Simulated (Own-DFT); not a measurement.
Simulation results for Al$_{32}$O$_{47}$ (corundum with one vacancy, atoms displaced)

A calculation, not a measurement: plane-wave PBE density functional theory by an unreviewed code, no spin, of a simulated periodic cell, stress positive in tension, free energy of the whole cell less one offset for each atom, defect cell not probed for a lower state with spin; oxygen file: force components 24 meV/angstrom off all-electron in one glass; forces on such cells passed a denser k mesh, this cell's mesh not checked; offsets are fitted by least squares, one for each functional and potential file, so energies compare only between cells with the same atoms and settings and are not formation energies; the far tail of each file's local potential was reset to the Coulomb form; each entry is a single point on an unrelaxed cell, so the pressure reflects the starting lattice, mostly measured values, from which strain is counted, and rises with the displacements; printed positions are rounded, which can move forces by about a meV/angstrom; the program is a retired in-house code; no spin-orbit coupling; before rounding, a Quantum ESPRESSO 7.3.1 run of the same cell and cutoff gave forces within 1 meV/angstrom rms on each cell, which checks the program and not the settings. Program: Own-DFT development build.

```cif
# cell vector a (Å): 5.4940 0.0000 8.6604
# cell vector b (Å): -2.7470 4.7579 8.6604
# cell vector c (Å): -2.7470 -4.7579 8.6604
data_Al32O47
_symmetry_space_group_name_H-M 'P 1'
_symmetry_Int_Tables_number 1
_cell_length_a 10.2561
_cell_length_b 10.2560
_cell_length_c 10.2560
_cell_angle_alpha 55.280
_cell_angle_beta 55.280
_cell_angle_gamma 55.280
_cell_volume 679.15
loop_
_atom_site_label
_atom_site_type_symbol
_atom_site_fract_x
_atom_site_fract_y
_atom_site_fract_z
_atom_site_occupancy
Al1 Al 0.16385 0.17945 0.17108 1
Al2 Al 0.31623 0.32962 0.31722 1
Al3 Al 0.43480 0.41801 0.42381 1
Al4 Al 0.07058 0.07638 0.07724 1
O1 O 0.28142 0.47754 0.13432 1
O2 O 0.45480 0.12999 0.28580 1
O3 O 0.13263 0.26277 0.47959 1
O4 O 0.21492 0.03741 0.37123 1
O5 O 0.04394 0.36479 0.21138 1
O6 O 0.36097 0.21540 0.04585 1
Al5 Al 0.18515 0.17945 0.65707 1
Al6 Al 0.34602 0.32059 0.81299 1
Al7 Al 0.43270 0.42392 0.92899 1
Al8 Al 0.07218 0.07654 0.57419 1
O7 O 0.45724 0.12599 0.79923 1
O8 O 0.12845 0.27820 0.98257 1
O9 O 0.21958 0.03292 0.86867 1
O10 O 0.03655 0.36319 0.71301 1
O11 O 0.37698 0.21285 0.52942 1
Al9 Al 0.17328 0.67588 0.17927 1
Al10 Al 0.32097 0.83228 0.32794 1
Al11 Al 0.42018 0.93353 0.42263 1
Al12 Al 0.08458 0.56587 0.07912 1
O12 O 0.27990 0.97002 0.12313 1
O13 O 0.46762 0.62039 0.28688 1
O14 O 0.12573 0.76580 0.46233 1
O15 O 0.23077 0.52224 0.37413 1
O16 O 0.02597 0.86479 0.22920 1
O17 O 0.36802 0.74725 0.02189 1
Al13 Al 0.19263 0.65911 0.67380 1
Al14 Al 0.32345 0.81650 0.81737 1
Al15 Al 0.41955 0.92202 0.91384 1
Al16 Al 0.07108 0.57653 0.58875 1
O18 O 0.30412 0.95522 0.62873 1
O19 O 0.48002 0.62705 0.77303 1
O20 O 0.12109 0.78023 0.97586 1
O21 O 0.22438 0.52535 0.88005 1
O22 O 0.03458 0.86000 0.72740 1
O23 O 0.37992 0.71164 0.52828 1
Al17 Al 0.68111 0.19396 0.16014 1
Al18 Al 0.82736 0.32753 0.32399 1
Al19 Al 0.92685 0.42437 0.41245 1
Al20 Al 0.58198 0.06692 0.06901 1
O24 O 0.76741 0.46710 0.11926 1
O25 O 0.96197 0.13116 0.29031 1
O26 O 0.64652 0.27734 0.45698 1
O27 O 0.70941 0.04000 0.37617 1
O28 O 0.52911 0.38195 0.22142 1
O29 O 0.86110 0.23346 0.01784 1
Al21 Al 0.66981 0.19246 0.67126 1
Al22 Al 0.83456 0.31056 0.81736 1
Al23 Al 0.92032 0.43796 0.91117 1
Al24 Al 0.56436 0.06496 0.59939 1
O30 O 0.78257 0.47814 0.61389 1
O31 O 0.97005 0.12790 0.77987 1
O32 O 0.61973 0.27942 0.97828 1
O33 O 0.72057 0.02332 0.87988 1
O34 O 0.52721 0.37681 0.72875 1
O35 O 0.87476 0.20674 0.53747 1
Al25 Al 0.67303 0.67649 0.16168 1
Al26 Al 0.82498 0.83693 0.30510 1
Al27 Al 0.91346 0.93507 0.43607 1
Al28 Al 0.57079 0.57961 0.07461 1
O36 O 0.78098 0.98251 0.11997 1
O37 O 0.96209 0.61477 0.29837 1
O38 O 0.62820 0.78464 0.45734 1
O39 O 0.72965 0.52590 0.36568 1
O40 O 0.52593 0.87986 0.21011 1
O41 O 0.87210 0.71862 0.03109 1
Al29 Al 0.67961 0.66675 0.68356 1
Al30 Al 0.81255 0.82048 0.83889 1
Al31 Al 0.93464 0.92286 0.91897 1
Al32 Al 0.57190 0.56691 0.57457 1
O42 O 0.78046 0.96630 0.62153 1
O43 O 0.96721 0.62873 0.78600 1
O44 O 0.62720 0.79117 0.96795 1
O45 O 0.75001 0.52166 0.84916 1
O46 O 0.54117 0.87753 0.70495 1
O47 O 0.87505 0.71968 0.55219 1
_calc_functional 'PBE'
_calc_potential_files 'PseudoDojo norm-conserving, scalar-relativistic, standard set'
_calc_wave_cutoff 72  # hartree
_calc_occupations 'Fermi-Dirac'
_calc_smearing_width 0.1  # eV
_calc_k_mesh '3 x 3 x 3 centred on Gamma'
_calc_free_energy_of_cell_above_offsets '-46.313'  # eV
_calc_pressure 11.59  # GPa
_calc_stress_xx -10.23  # GPa
_calc_stress_yy -12.13  # GPa
_calc_stress_zz -12.4  # GPa
_calc_stress_yz -1.53  # GPa
_calc_stress_xz -0.56  # GPa
_calc_stress_xy -0.95  # GPa
```

Force:
| element | x (eV/Å) | y (eV/Å) | z (eV/Å) |
| --- | --- | --- | --- |
| Al | 2.689 | -1.811 | 0.791 |
| Al | 0.925 | -2.966 | 2.344 |
| Al | -0.694 | -0.153 | -0.511 |
| Al | 0.681 | 0.309 | -0.675 |
| O | 0.45 | 3.173 | -2.724 |
| O | 1.454 | 1.071 | 0.113 |
| O | -0.892 | 1.964 | -1.877 |
| O | 0.289 | -2.04 | 0.099 |
| O | -3.8 | 0.391 | 2.246 |
| O | 2.706 | 2.174 | 1.887 |
| Al | -0.552 | -2.702 | 1.479 |
| Al | -5.393 | -0.474 | -0.503 |
| Al | -1.36 | -0.467 | -0.565 |
| Al | 0.53 | -1.133 | -0.955 |
| O | 3.994 | 0.595 | -1.586 |
| O | -0.885 | 2.338 | -3.595 |
| O | -0.28 | -0.024 | -0.122 |
| O | -0.788 | 0.87 | 2.264 |
| O | 1.001 | 0.873 | 2.256 |
| Al | -0.319 | -0.496 | 1.681 |
| Al | 0.536 | 0.336 | -2.314 |
| Al | 1.649 | -0.143 | 1.003 |
| Al | -1.158 | 0.953 | -1.223 |
| O | -1.019 | -0.272 | -0.455 |
| O | 0.601 | 1.53 | 0.645 |
| O | 0.31 | 0.603 | 3.409 |
| O | -0.85 | -0.442 | -0.146 |
| O | -0.747 | 1.782 | 0.639 |
| O | 1.774 | -3.65 | -2.884 |
| Al | -2.102 | -0.159 | -0.164 |
| Al | -0.942 | -1.269 | 2.118 |
| Al | -1.477 | 0.885 | 3.5 |
| Al | 1.15 | 0.953 | -2.61 |
| O | -2.011 | 2.976 | -2.742 |
| O | -0.262 | -1.608 | -0.716 |
| O | 0.842 | -0.908 | -0.047 |
| O | 0.737 | 0.201 | 0.95 |
| O | -0.042 | 1.555 | 1.078 |
| O | -0.413 | 0.849 | 0.239 |
| Al | -2.814 | -3.69 | -0.608 |
| Al | 0.533 | 1.238 | -1.253 |
| Al | -0.89 | -1.798 | 1.907 |
| Al | -2.579 | -0.475 | 0.639 |
| O | 0.496 | 0.373 | 2.109 |
| O | 1.875 | 0.126 | -1.559 |
| O | -3.909 | -1.999 | -0.703 |
| O | 1.383 | 0.151 | 0.072 |
| O | 0.393 | 0.263 | -1.307 |
| O | 3.498 | -0.392 | 2.873 |
| Al | 2.27 | -2.113 | -1.161 |
| Al | -2.02 | 2.371 | 1.333 |
| Al | 1.433 | -2.591 | 0.956 |
| Al | 2.082 | 4.476 | -0.267 |
| O | 0.073 | -1.471 | -1.4 |
| O | 2.801 | -1.469 | -2.541 |
| O | 0.704 | 0.865 | -0.544 |
| O | 0.764 | 1.812 | -0.106 |
| O | 0.831 | -0.23 | -0.103 |
| O | 0.073 | 1.874 | 1.374 |
| Al | -0.988 | -1.613 | 2.204 |
| Al | -1.709 | -2.776 | 1.064 |
| Al | 2.155 | -0.112 | -2.594 |
| Al | -0.269 | -0.234 | -0.85 |
| O | 0.502 | 1.092 | -1.788 |
| O | 2.007 | 2.661 | 0.367 |
| O | -0.216 | -0.66 | -0.444 |
| O | -0.307 | -0.412 | -0.485 |
| O | -0.185 | -1.469 | 0.383 |
| O | 0.515 | -0.548 | 0.885 |
| Al | 1.619 | 3.776 | -0.684 |
| Al | 3.438 | 3.226 | 1.17 |
| Al | -1.057 | -0.311 | -0.442 |
| Al | 1.391 | 2.553 | 2.299 |
| O | -3.729 | -1.623 | 2.842 |
| O | 1.354 | -0.564 | -0.219 |
| O | -2.179 | -1.637 | -3.73 |
| O | -3.84 | -1.679 | 0.467 |
| O | -1.549 | -3.826 | -0.562 |
| O | -0.281 | 1.171 | -1.922 |
